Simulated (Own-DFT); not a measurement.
# Which defects push the lattice out? C11b WSi2

Everything here is calculated. The program is Own-DFT (plane waves, in-house, since retired, never reviewed by a person); positions were held fixed, and spin and spin-orbit coupling were off.

All runs used: PBE; PseudoDojo norm-conserving scalar-relativistic files; cutoff 50 hartree; 5 x 5 x 5 k mesh centred on Gamma; cold (Marzari-Vanderbilt) smearing of 0.2 eV.

Keep in mind: forces on such cells failed a check on a denser k mesh; stress not checked against mesh or cutoff.

All runs share one cell, with vectors in Å (-2.148, -5.953, 3.409); (-6.444, 2.976, 1.136); (-2.553, -2.948, -6.757) and a volume of 403.2 Å³. Atoms were moved at random from their sites; u is the rms move along one axis. The defect's site can differ from row to row.

| cell | formula | u (Å) | P (GPa) |
|---|---|---|---|
| no defect | Si20W10 | 0.0213 | 4.48 |
| no defect | Si20W10 | 0.0217 | 4.55 |
| no defect | Si20W10 | 0.0516 | 5.87 |
| one W on a Si site | Si19W11 | 0.0278 | 9.88 |
| one W on a Si site | Si19W11 | 0.0471 | 11.19 |
| one W on a Si site | Si19W11 | 0.0497 | 11.32 |
| one Si on a W site | Si21W9 | 0.0285 | 6.16 |
| one Si on a W site | Si21W9 | 0.0320 | ? |
| one Si on a W site | Si21W9 | 0.0489 | 7.45 |
| one Si on a W site | Si21W9 | 0.0558 | 7.88 |
| one W vacancy | Si20W9 | 0.0320 | 3.57 |
| one W vacancy | Si20W9 | 0.0462 | 4.95 |
| one W vacancy | Si20W9 | 0.0550 | 4.45 |
| one Si vacancy | Si19W10 | 0.0281 | 3.34 |
| one Si vacancy | Si19W10 | 0.0324 | 3.47 |
| one Si vacancy | Si19W10 | 0.0449 | 3.87 |

## Working it out

P = P0 + c u² + a shift for each defect gives P0 = 4.19 GPa, c = 652 ± 90 GPa/Å² and a scatter of 0.29 GPa. The shifts, and each times the cell's volume:

- one W on a Si site: 5.42 ± 0.25 GPa, 13.6 eV
- one Si on a W site: 1.60 ± 0.25 GPa, 4.0 eV
- one W vacancy: -1.21 ± 0.25 GPa, -3.0 eV
- one Si vacancy: -1.47 ± 0.24 GPa, -3.7 eV

A positive shift means that the defect pushes the cell outwards. Shift times volume (160.2 GPa Å³ is 1 eV) depends little on the cell's size, so, taken for each site, it can be compared between cells at like pressure. The atoms around the defects weren't relaxed, which would change these numbers.

## Check

Question: what pressure belongs in the blank (one Si on a W site, u = 0.0320 Å)?

Estimate: 6.46 ± 0.35 GPa. Computed: 6.66 GPa.
